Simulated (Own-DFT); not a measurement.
# What random displacements cost in diamond germanium, 16 atoms (Ge16)

These are calculations, not measurements. The program, named Own-DFT, is a retired in-house plane-wave density functional code that no person has reviewed. Each row is one single-point run on a periodic cell that was not relaxed, without spin or spin-orbit coupling.

Settings of every run: PBE; PseudoDojo norm-conserving scalar-relativistic files; cutoff 42 hartree; 5 x 5 x 5 k mesh centred on Gamma; Fermi-Dirac smearing of 0.1 eV.

Known limits: k mesh not checked against a denser one; stress not checked against mesh or cutoff.

Cell vectors in Å: (0.000, 5.658, 5.658); (5.658, 0.000, 5.658); (5.658, 5.658, 0.000). In each run every atom was moved at random and independently from its ideal site; u is the rms move along one axis. E is the free energy for each atom above the fitted value at u = 0, and F the rms of the force components.

```
run   u (Å)  E (meV/atom)  F (eV/Å)  largest force (eV/Å)  P (GPa)
  1  0.0159           5.5     0.260                  0.82     3.87
  2  0.0203           6.3     0.274                  0.68     3.88
  3  0.0207           6.6     0.282                  0.93     3.88
  4  0.0501          46.2     0.718                  2.04     4.38
  5  0.0510          43.2     0.748                  2.25     4.31
  6  0.0882             ?         ?                     ?        ?
  7  0.0896         120.3     1.264                  3.46     5.19
  8  0.0982         190.7     1.474                  3.66     6.54
  9  0.1398         387.4     2.487                  9.41     8.78
```

## Worked fit

For small independent moves the energy grows as E = (3/2) K u², with K the mean stiffness felt by one atom. The runs with u up to 0.11 Å give K = 11.6 ± 0.7 eV/Å², with residuals divided by u² + 0.0006 Å², since the noise grows with the moves. The scatter is 5.2 meV/atom at u = 0.05 Å. The forces follow F = G u with G = 14.5 eV/Å²; no force at u = 0 is resolved. G exceeds K because the moves of its neighbours add to the force on an atom, and stiffness differs between atoms. The pressure follows P = 3.74 + 245 u² GPa: at fixed volume, shortened bonds push harder than stretched ones pull.

## Withheld run

Question: what energy and rms force should run 6 give?

The fit gives 135 ± 16 meV/atom and about 1.28 eV/Å. The calculation gave 124.6 meV/atom and 1.306 eV/Å.
